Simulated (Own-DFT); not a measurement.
# Strain and stress in diamond-structure GeSn with randomly placed atoms, 64 atoms (Ge56Sn8)

These are calculations, not measurements. The program, named Own-DFT, is a retired in-house plane-wave density functional code that no person has reviewed. Each row is one single-point run on a periodic cell that was not relaxed, without spin or spin-orbit coupling.

Settings of every run: PBE; PseudoDojo norm-conserving scalar-relativistic files; cutoff 49 hartree; 3 x 3 x 3 k mesh centred on Gamma; Fermi-Dirac smearing of 0.1 eV.

Known limits: forces on such cells moved up to 12 meV/angstrom on a denser k mesh; stress not checked against mesh or cutoff.

Unstrained cell vectors in Å: (11.524, 0.000, 0.000); (0.000, 11.524, 0.000); (0.000, 0.000, 11.524). The unstrained cell has measured lattice constants (interpolated for alloys), not those of this functional. That, the random moves and any unrelaxed bonds set the pressure at no strain. Each run strains this cell uniformly, with the atoms carried along. Every atom was also moved at random, by a Gaussian of width 0.05 Å on each axis. The random placing of the alloy's atoms differs from row to row. Strain is the symmetric tensor, in per cent. Stress is positive in tension, and the pressure is minus a third of its trace.

```
run  e_xx (%)  e_yy (%)  e_zz (%)  s_xx (GPa)  s_yy (GPa)  s_zz (GPa)  P (GPa)  E (meV/atom)
  1      1.50      1.50      0.00       -2.73       -2.65       -3.54     2.98           5.9
  2     -2.00     -2.00      0.00       -9.24       -9.30       -8.01     8.85          93.0
  3      3.00      3.00      0.00       -0.81       -0.67       -2.28     1.25           5.9
  4      2.50      2.50      0.00       -1.50       -1.57       -2.63     1.90          10.9
  5     -1.50     -1.50      0.00       -7.87       -7.92       -6.99     7.59          54.2
  6     -1.75     -1.75      0.00       -8.39       -8.33       -7.23     7.98          58.7
  7     -0.75     -0.75      0.00       -6.27       -6.45       -5.95     6.22          30.3
  8      2.00      2.00      0.00       -1.92       -2.01       -3.03     2.32           0.0
  9      1.00      1.00      0.00           ?           ?           ?        ?             ?
```

E is the free energy for each atom above the lowest run shown.

## Worked fit

The change of volume is close to e_xx + e_yy + e_zz. A straight line through the runs shown gives P = 5.47 - 74 x (fractional change of volume) GPa, with an error of 3 on the slope and a scatter of 0.30 GPa. The strain isn't the same on all axes, but the crystal is cubic, so the slope still estimates the bulk modulus, averaged over pressures from 1.3 to 8.9 GPa.

## Withheld run

Question: what pressure should run 9 give? Its volume changes by 2.01 %.

The line gives 4.0 GPa. The calculation gave 3.81 GPa.
